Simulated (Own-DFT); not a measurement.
Hf$_{36}$O$_{71}$ (tetragonal hafnia with one neutral oxygen vacancy, atoms displaced) (calculated)

A calculation, not a measurement: plane-wave PBE and HSE06 DFT by an unreviewed code, no spin, of a simulated cell at Gamma alone, so results move with cell size and shape, stress positive in tension, energies less offsets, not probed for a lower state with spin; hafnium file: forces about 75 meV/angstrom off all-electron values; oxygen file: force components 24 meV/angstrom off all-electron in a glass; k mesh not checked against a denser one; forces and stress are PBE's, HSE06 gives the energy alone, and its difference from PBE has offsets of its own; offsets are fitted by least squares, one for each functional and potential file, so energies compare only between cells with the same atoms and settings and are not formation energies; the far tail of each file's local potential was reset to the Coulomb form; each entry is a single point on an unrelaxed cell, so the pressure reflects the starting lattice, taken from the Materials Project, from which strain is counted, and rises with the displacements; printed positions are rounded, which can move forces by about a meV/angstrom; the program is a retired in-house code; no spin-orbit coupling. Program: Own-DFT development build.

Settings shared by all entries: first functional PBE; second functional HSE06; exact exchange share 0.25; screening 0.11 1/bohr; exchange divergence Gygi-Baldereschi; potential files PseudoDojo norm-conserving, scalar-relativistic, made for PBE, standard set; wave cutoff 48 hartree; occupations fixed; k mesh 1 x 1 x 1 centred on Gamma.

(1) Hf$_{36}$O$_{71}$ (tetragonal hafnia with one neutral oxygen vacancy, atoms displaced)

```cif
# cell vector a (Å): 10.7800 0.0000 0.0000
# cell vector b (Å): 0.0000 10.7800 0.0000
# cell vector c (Å): 0.0000 0.0000 10.4493
data_Hf36O71
_symmetry_space_group_name_H-M 'P 1'
_symmetry_Int_Tables_number 1
_cell_length_a 10.7800
_cell_length_b 10.7800
_cell_length_c 10.4493
_cell_angle_alpha 90.000
_cell_angle_beta 90.000
_cell_angle_gamma 90.000
_cell_volume 1214.30
loop_
_atom_site_label
_atom_site_type_symbol
_atom_site_fract_x
_atom_site_fract_y
_atom_site_fract_z
_atom_site_occupancy
Hf1 Hf 0.00301 0.00114 0.99459 1
Hf2 Hf 0.17173 0.16612 0.25077 1
O1 O 0.99831 0.16730 0.15385 1
O2 O 0.16373 0.99558 0.35061 1
O3 O 0.00321 0.17258 0.40007 1
O4 O 0.16658 0.00247 0.09739 1
Hf3 Hf 0.00334 0.99679 0.50195 1
Hf4 Hf 0.16906 0.16649 0.74310 1
O5 O 0.99618 0.16466 0.64348 1
O6 O 0.16712 0.00305 0.85017 1
O7 O 0.99827 0.17409 0.90825 1
O8 O 0.16523 0.00027 0.60305 1
Hf5 Hf 0.99886 0.33377 0.99968 1
Hf6 Hf 0.17106 0.49061 0.25757 1
O9 O 0.00520 0.50745 0.15379 1
O10 O 0.16533 0.33021 0.34883 1
O11 O 0.99627 0.49533 0.40454 1
O12 O 0.17080 0.33511 0.10060 1
Hf7 Hf 0.00298 0.33201 0.49970 1
Hf8 Hf 0.16892 0.49417 0.75451 1
O13 O 0.99243 0.50588 0.65658 1
O14 O 0.17329 0.32659 0.84733 1
O15 O 0.00435 0.49711 0.90800 1
O16 O 0.16497 0.32547 0.59771 1
Hf9 Hf 0.00153 0.66683 0.00117 1
Hf10 Hf 0.17048 0.83685 0.25217 1
O17 O 0.01058 0.82253 0.15188 1
O18 O 0.16827 0.66462 0.34546 1
O19 O 0.99601 0.83880 0.39812 1
O20 O 0.15902 0.66619 0.10057 1
Hf11 Hf 0.99721 0.66322 0.50712 1
Hf12 Hf 0.16666 0.83324 0.75019 1
O21 O 0.01071 0.82773 0.64626 1
O22 O 0.00130 0.83630 0.90218 1
O23 O 0.16512 0.66068 0.60128 1
Hf13 Hf 0.32737 0.00949 0.99866 1
Hf14 Hf 0.50012 0.17147 0.24910 1
O24 O 0.33951 0.16888 0.15814 1
O25 O 0.49407 0.99136 0.34209 1
O26 O 0.33502 0.17868 0.40809 1
O27 O 0.49905 0.01279 0.08669 1
Hf15 Hf 0.33359 0.99658 0.49731 1
Hf16 Hf 0.50366 0.16506 0.75169 1
O28 O 0.32674 0.17101 0.65449 1
O29 O 0.49063 0.00336 0.84543 1
O30 O 0.32884 0.15784 0.90009 1
O31 O 0.49973 0.00249 0.59045 1
Hf17 Hf 0.32665 0.34071 0.99870 1
Hf18 Hf 0.49866 0.50181 0.24569 1
O32 O 0.33122 0.49937 0.15395 1
O33 O 0.49965 0.33681 0.35689 1
O34 O 0.33940 0.50500 0.40541 1
O35 O 0.50750 0.32318 0.10475 1
Hf19 Hf 0.33392 0.33163 0.50341 1
Hf20 Hf 0.49869 0.49730 0.76203 1
O36 O 0.33021 0.50878 0.65372 1
O37 O 0.50046 0.31945 0.85018 1
O38 O 0.33726 0.50196 0.90049 1
O39 O 0.50299 0.33597 0.58910 1
Hf21 Hf 0.33385 0.67560 0.99554 1
Hf22 Hf 0.50229 0.83574 0.25064 1
O40 O 0.34101 0.83929 0.15691 1
O41 O 0.50232 0.66102 0.34560 1
O42 O 0.33184 0.83255 0.39887 1
O43 O 0.50256 0.66456 0.09949 1
Hf23 Hf 0.33250 0.67041 0.50213 1
Hf24 Hf 0.49836 0.83368 0.75485 1
O44 O 0.34260 0.82558 0.65299 1
O45 O 0.50029 0.66281 0.84365 1
O46 O 0.34233 0.83376 0.90714 1
O47 O 0.49351 0.66596 0.58920 1
Hf25 Hf 0.66209 0.00155 0.00715 1
Hf26 Hf 0.82630 0.16910 0.25151 1
O48 O 0.67476 0.16692 0.15413 1
O49 O 0.83248 0.00148 0.34962 1
O50 O 0.66968 0.16151 0.40656 1
O51 O 0.83550 0.99610 0.09933 1
Hf27 Hf 0.66216 0.00288 0.49337 1
Hf28 Hf 0.83650 0.15743 0.74437 1
O52 O 0.66419 0.17072 0.65382 1
O53 O 0.83108 0.00212 0.84738 1
O54 O 0.66672 0.17226 0.90396 1
O55 O 0.82988 0.99839 0.59365 1
Hf29 Hf 0.66643 0.33736 0.00042 1
Hf30 Hf 0.83417 0.50763 0.25071 1
O56 O 0.66428 0.50238 0.15528 1
O57 O 0.82991 0.32769 0.34563 1
O58 O 0.66322 0.49968 0.40824 1
O59 O 0.83227 0.33937 0.09611 1
Hf31 Hf 0.66793 0.33639 0.49227 1
Hf32 Hf 0.82713 0.50408 0.75910 1
O60 O 0.67099 0.49060 0.65106 1
O61 O 0.82636 0.33165 0.84946 1
O62 O 0.66901 0.49718 0.90276 1
O63 O 0.82784 0.33063 0.59499 1
Hf33 Hf 0.67189 0.66760 0.99463 1
Hf34 Hf 0.83116 0.82879 0.25817 1
O64 O 0.66379 0.83617 0.15088 1
O65 O 0.83081 0.66720 0.34685 1
O66 O 0.66457 0.82195 0.40177 1
O67 O 0.82933 0.66393 0.09987 1
Hf35 Hf 0.66190 0.66519 0.50069 1
Hf36 Hf 0.83597 0.83494 0.75289 1
O68 O 0.66058 0.83127 0.64161 1
O69 O 0.83804 0.65871 0.85411 1
O70 O 0.66917 0.83156 0.90626 1
O71 O 0.83717 0.67047 0.60461 1
```

The calculation gives: PBE energy of cell above offsets -96.796 eV; HSE06 less PBE above offsets 0.069 eV; PBE pressure 2.57 GPa; PBE stress xx -0.71 GPa; PBE stress yy -4.08 GPa; PBE stress zz -2.92 GPa; PBE stress yz 0.11 GPa; PBE stress xz 0.08 GPa; PBE stress xy -0.02 GPa.

Force:
```tsv
element	x (eV/Å)	y (eV/Å)	z (eV/Å)
Hf	-0.925	1.009	1.865
Hf	-2.089	-0.183	0.038
O	0.759	0.187	0.13
O	0.711	1.652	0.395
O	0.352	-1.503	0.358
O	-0.125	0.163	0.498
Hf	-1.013	1.259	-1.172
Hf	-0.958	-0.263	0.529
O	0.73	-0.349	1.065
O	-0.39	-1.076	-0.384
O	0.022	-1.63	-1.355
O	1.159	-0.301	-0.387
Hf	-0.964	0.005	1.439
Hf	-0.677	2.278	-0.686
O	-0.774	-0.595	0.627
O	0.357	0.016	0.367
O	0.009	0.812	-0.071
O	-0.553	-0.316	-0.146
Hf	-2.004	-0.489	0.392
Hf	-1.002	1.489	-1.017
O	1.344	-0.477	0.358
O	0.299	1.004	0.48
O	0.702	0.396	-0.704
O	-0.06	0.812	0.573
Hf	0.18	-0.193	1.262
Hf	-0.363	-2.065	-0.644
O	-1.894	0.766	0.139
O	-0.242	0.255	0.391
O	-0.072	-1.285	0.628
O	3.022	0.182	-1.774
Hf	0.778	-0.168	-0.632
Hf	0.55	-0.495	0.141
O	-1.472	0.725	0.902
O	-0.032	-0.705	-1.154
O	0.021	0.517	0.249
Hf	0.908	-1.499	0.561
Hf	1.014	0.688	0.436
O	-1.399	-0.276	-0.534
O	0.243	2.645	0.81
O	-0.074	-3.492	-1.167
O	-0.344	-0.102	1.19
Hf	-0.001	0.58	0.09
Hf	0.093	-0.2	-1.038
O	1.968	-0.234	-0.453
O	0.907	-1.162	-0.296
O	-0.16	2.896	0.102
O	-0.905	0.167	0.281
Hf	1.208	-1.453	0.45
Hf	0.01	-0.072	1.113
O	0.41	-0.562	-0.789
O	0.176	-0.779	-1.848
O	-0.915	-1.156	-0.106
O	-1.533	0.626	-0.532
Hf	1.096	2.198	0.445
Hf	0.272	-1.28	-2.842
O	0.467	-1.03	1.061
O	-0.733	2.977	0.47
O	-0.317	-0.036	0.201
O	-1.1	-0.132	1.6
Hf	-0.592	-1.183	2.223
Hf	0.261	-2.883	-0.383
O	-1.193	-0.295	-0.807
O	-0.063	1.345	-0.115
O	-0.074	0.448	0.838
O	-0.314	0.005	-1.303
Hf	-0.771	-1.233	-0.727
Hf	1.111	0.172	-0.893
O	-2.044	0.948	0.119
O	0.249	0.836	0.575
O	-0.682	0.8	-0.817
O	1.758	-0.357	1.096
Hf	1.83	0.692	-0.603
Hf	2.78	-0.938	0.204
O	-2.156	-0.439	-0.447
O	-0.414	-0.594	-0.168
O	-0.786	0.925	-1.264
O	0.112	-0.292	-0.735
Hf	1.024	-1.739	0.868
Hf	-1.397	2.793	-0.124
O	0.446	-1.003	0.062
O	0.459	-1.135	-0.099
O	-0.255	-1.714	0.306
O	0.485	-0.439	0.884
Hf	1.114	-1.471	0.273
Hf	0.379	-1.865	-0.678
O	0.601	-0.227	-0.227
O	-0.343	1.787	-0.009
O	0.727	0.747	-1.172
O	0.368	0.199	0.074
Hf	0.307	-0.377	1.569
Hf	0.566	-2.904	-2.069
O	-1.211	1.226	1.081
O	0.807	0.157	-0.495
O	-0.912	1.081	-0.374
O	1.615	-0.266	-0.295
Hf	-0.867	-0.458	1.905
Hf	0.952	1.933	-1.413
O	0.327	0.338	0.107
O	0.37	-0.525	1.09
O	0.285	2.127	-0.793
O	0.362	0.255	0.05
Hf	-0.203	-0.447	0.803
Hf	-0.688	-0.639	-1.206
O	0.602	0.025	2.146
O	-0.434	2.674	0.401
O	0.029	0.684	-1.201
O	-1.209	0.477	-0.158
```

(2) Hf$_{36}$O$_{71}$ (tetragonal hafnia with one neutral oxygen vacancy, atoms displaced)

```cif
# cell vector a (Å): 10.7800 0.0000 0.0000
# cell vector b (Å): 0.0000 10.7800 0.0000
# cell vector c (Å): 0.0000 0.0000 10.4493
data_Hf36O71
_symmetry_space_group_name_H-M 'P 1'
_symmetry_Int_Tables_number 1
_cell_length_a 10.7800
_cell_length_b 10.7800
_cell_length_c 10.4493
_cell_angle_alpha 90.000
_cell_angle_beta 90.000
_cell_angle_gamma 90.000
_cell_volume 1214.30
loop_
_atom_site_label
_atom_site_type_symbol
_atom_site_fract_x
_atom_site_fract_y
_atom_site_fract_z
_atom_site_occupancy
Hf1 Hf 0.99864 0.00185 0.00007 1
Hf2 Hf 0.16494 0.16237 0.25087 1
O1 O 0.99937 0.16542 0.15157 1
O2 O 0.16821 0.99763 0.35157 1
O3 O 0.99678 0.16400 0.39972 1
O4 O 0.16736 0.99871 0.09955 1
Hf3 Hf 0.00542 0.00097 0.50210 1
Hf4 Hf 0.16713 0.16621 0.74883 1
O5 O 0.99833 0.16718 0.65392 1
O6 O 0.16070 0.99904 0.84857 1
O7 O 0.99923 0.16878 0.90382 1
O8 O 0.16563 0.99981 0.59784 1
Hf5 Hf 0.00032 0.33266 0.99989 1
Hf6 Hf 0.16780 0.50016 0.24772 1
O9 O 0.99476 0.49817 0.15362 1
O10 O 0.16851 0.33753 0.34789 1
O11 O 0.00162 0.50490 0.40458 1
O12 O 0.16500 0.33558 0.09626 1
Hf7 Hf 0.00343 0.33336 0.50048 1
Hf8 Hf 0.16761 0.49855 0.75025 1
O13 O 0.00175 0.49965 0.65357 1
O14 O 0.16451 0.33550 0.84602 1
O15 O 0.99981 0.49891 0.90337 1
O16 O 0.17052 0.33182 0.59484 1
Hf9 Hf 0.99828 0.66311 0.00114 1
Hf10 Hf 0.17122 0.83626 0.25433 1
O17 O 0.99959 0.83382 0.15241 1
O18 O 0.16976 0.67193 0.35217 1
O19 O 0.99354 0.83507 0.39865 1
O20 O 0.17101 0.66738 0.09921 1
Hf11 Hf 0.99917 0.66841 0.50292 1
Hf12 Hf 0.16724 0.83631 0.74689 1
O21 O 0.00441 0.83350 0.65145 1
O22 O 0.16661 0.66777 0.84332 1
O23 O 0.00418 0.83554 0.90109 1
O24 O 0.16560 0.66804 0.59601 1
Hf13 Hf 0.33567 0.00167 0.99902 1
Hf14 Hf 0.49851 0.16947 0.25422 1
O25 O 0.33912 0.16629 0.15503 1
O26 O 0.50109 0.00884 0.34543 1
O27 O 0.33597 0.16906 0.40402 1
O28 O 0.50346 0.99785 0.09622 1
Hf15 Hf 0.33406 0.00166 0.50266 1
Hf16 Hf 0.49928 0.16790 0.75145 1
O29 O 0.33168 0.16922 0.65060 1
O30 O 0.49863 0.99699 0.84363 1
O31 O 0.33820 0.16495 0.90387 1
O32 O 0.49636 0.00338 0.59861 1
Hf17 Hf 0.33632 0.33338 0.99606 1
Hf18 Hf 0.49608 0.49932 0.24875 1
O33 O 0.33742 0.49932 0.14778 1
O34 O 0.50175 0.33555 0.34997 1
O35 O 0.33306 0.50139 0.39949 1
O36 O 0.49911 0.33040 0.09587 1
Hf19 Hf 0.33608 0.33208 0.50531 1
Hf20 Hf 0.49827 0.50594 0.74679 1
O37 O 0.33387 0.49983 0.65229 1
O38 O 0.50272 0.33485 0.85025 1
O39 O 0.32800 0.49907 0.89892 1
O40 O 0.49994 0.33622 0.59665 1
Hf21 Hf 0.33096 0.67115 0.00016 1
Hf22 Hf 0.49774 0.83288 0.24861 1
O41 O 0.33055 0.83039 0.14532 1
O42 O 0.50330 0.66945 0.34700 1
O43 O 0.32926 0.83122 0.39976 1
O44 O 0.49791 0.66209 0.09478 1
Hf23 Hf 0.33526 0.66608 0.50456 1
Hf24 Hf 0.50402 0.83220 0.74975 1
O45 O 0.32805 0.83023 0.64897 1
O46 O 0.49942 0.66585 0.84342 1
O47 O 0.33270 0.83368 0.90329 1
O48 O 0.50092 0.66806 0.59878 1
Hf25 Hf 0.66419 0.00019 0.00198 1
Hf26 Hf 0.83264 0.16693 0.25061 1
O49 O 0.67004 0.16140 0.15446 1
O50 O 0.83086 0.99973 0.34227 1
O51 O 0.66883 0.17013 0.40020 1
O52 O 0.83647 0.00561 0.10092 1
Hf27 Hf 0.66694 0.99786 0.49477 1
Hf28 Hf 0.83310 0.16760 0.74445 1
O53 O 0.66297 0.16401 0.65054 1
O54 O 0.83451 0.99953 0.84759 1
O55 O 0.66710 0.15765 0.90263 1
O56 O 0.83384 0.00272 0.59156 1
Hf29 Hf 0.67190 0.33353 0.99722 1
Hf30 Hf 0.83448 0.50054 0.24896 1
O57 O 0.66840 0.49789 0.15261 1
O58 O 0.83088 0.33480 0.35347 1
O59 O 0.83498 0.32998 0.09453 1
Hf31 Hf 0.66882 0.33432 0.50165 1
Hf32 Hf 0.83750 0.50129 0.75665 1
O60 O 0.67064 0.50207 0.65322 1
O61 O 0.83314 0.33162 0.84429 1
O62 O 0.66853 0.49881 0.90037 1
O63 O 0.83114 0.33417 0.59989 1
Hf33 Hf 0.66647 0.67270 0.99968 1
Hf34 Hf 0.83642 0.83328 0.24919 1
O64 O 0.66773 0.83468 0.15133 1
O65 O 0.83577 0.67046 0.34257 1
O66 O 0.66420 0.83564 0.40518 1
O67 O 0.83612 0.66943 0.09587 1
Hf35 Hf 0.66758 0.66170 0.49836 1
Hf36 Hf 0.83191 0.82986 0.74886 1
O68 O 0.66682 0.83552 0.65351 1
O69 O 0.83405 0.66631 0.84939 1
O70 O 0.66654 0.83464 0.90258 1
O71 O 0.82835 0.66470 0.59872 1
```

It finds PBE energy of cell above offsets -101.100 eV; HSE06 less PBE above offsets -0.158 eV; PBE pressure 0.78 GPa; PBE stress xx -0.74 GPa; PBE stress yy -0.17 GPa; PBE stress zz -1.44 GPa; PBE stress yz 0.17 GPa; PBE stress xz -0.28 GPa; PBE stress xy -0.02 GPa.

Force:
```tsv
element	x (eV/Å)	y (eV/Å)	z (eV/Å)
Hf	-0.137	-0.509	-0.04
Hf	0.19	0.765	-0.475
O	0.792	0.276	0.333
O	-0.04	0.921	0.135
O	0.679	0.602	0.45
O	0.372	0.528	0.053
Hf	-1.567	-0.622	-0.767
Hf	-0.586	0.057	0.656
O	0.956	0.139	-0.489
O	0.742	0.97	-0.361
O	0.18	-0.066	-0.306
O	0.752	0.432	0.468
Hf	0.239	-0.442	0.121
Hf	0.253	0.555	0.442
O	1.304	0.274	-0.309
O	-0.488	-0.983	-0.286
O	0.017	-0.734	-0.013
O	0.593	-0.086	0.046
Hf	-0.767	0.51	-0.412
Hf	0.205	0.897	0.156
O	-0.24	-0.123	-0.018
O	0.155	-1.065	-0.159
O	-0.193	0.129	-0.137
O	-0.844	-0.025	0.511
Hf	0.966	1.51	-0.155
Hf	-0.876	-1.012	-0.776
O	0.64	-0.111	0.03
O	-0.374	-0.799	-0.719
O	0.396	0.106	0.846
O	-1.208	-0.561	-0.074
Hf	0.237	0.272	-0.582
Hf	-0.388	-0.768	1.058
O	-1.282	-0.05	-0.26
O	-0.003	-0.244	0.217
O	-0.485	-0.903	0.405
O	0.197	-0.376	0.085
Hf	-0.224	-0.665	0.496
Hf	1.161	0.824	-0.715
O	-1.555	-0.238	-0.205
O	-0.289	-2.14	0.434
O	-0.345	-0.315	0.104
O	-1.208	-0.208	0.075
Hf	0.272	-0.33	-0.552
Hf	0.587	-0.208	-0.066
O	0.16	-0.134	0.392
O	-0.168	0.349	0.361
O	-0.404	0.303	-0.562
O	0.261	-0.448	-0.368
Hf	-0.004	0.594	0.65
Hf	0.64	0.014	0.152
O	-1.069	-0.202	0.249
O	0.247	0.346	-0.088
O	0.183	-0.03	0.303
O	0.711	0.168	0.008
Hf	0.145	0.655	-1.329
Hf	0.908	-1.239	0.284
O	-0.221	0.185	-0.386
O	-0.239	-0.003	-0.604
O	0.352	0.259	0.164
O	0.309	-0.124	0.531
Hf	-0.153	-0.699	-0.428
Hf	0.396	0.545	-0.021
O	0.941	0.294	0.83
O	0.206	-0.569	-0.092
O	0.898	0.866	0.15
O	0.621	0.582	0.059
Hf	-1.034	0.02	-0.922
Hf	-0.824	0.403	-0.395
O	1.44	0.279	0.113
O	0.182	0.484	0.603
O	0.133	0.404	-0.427
O	0.312	-0.17	-0.075
Hf	1.481	0.18	0.451
Hf	-0.256	-0.402	0.002
O	-0.933	0.41	-0.235
O	-0.283	0.116	0.528
O	-0.017	-0.337	0.523
O	-0.557	-0.457	-0.767
Hf	0.119	1.162	0.333
Hf	-0.804	-0.778	0.608
O	0.26	0.294	0.335
O	0.207	-0.302	-0.631
O	-0.248	1.734	-0.299
O	0.22	-0.146	0.251
Hf	-0.992	-0.396	0.174
Hf	-0.775	-0.091	0.828
O	-0.143	0.012	0.567
O	0.065	0.63	-0.583
O	-0.154	0.146	0.339
Hf	0.026	0.353	-0.528
Hf	-0.697	-0.553	-1.015
O	-0.678	0.053	-0.251
O	-0.204	0.06	0.48
O	0.177	0.671	0.489
O	0.896	-0.3	-0.154
Hf	0.088	-1.055	0.447
Hf	0.247	0.849	-0.302
O	-0.503	-0.519	0.104
O	-0.772	-1.177	0.73
O	-0.172	-0.848	-0.274
O	-0.857	-0.182	-0.112
Hf	-0.217	-0.245	-0.424
Hf	0.786	1.136	0.263
O	0.052	0.201	0.055
O	0.06	0.428	0.133
O	-0.134	-0.407	-0.449
O	1.002	0.454	-0.005
```
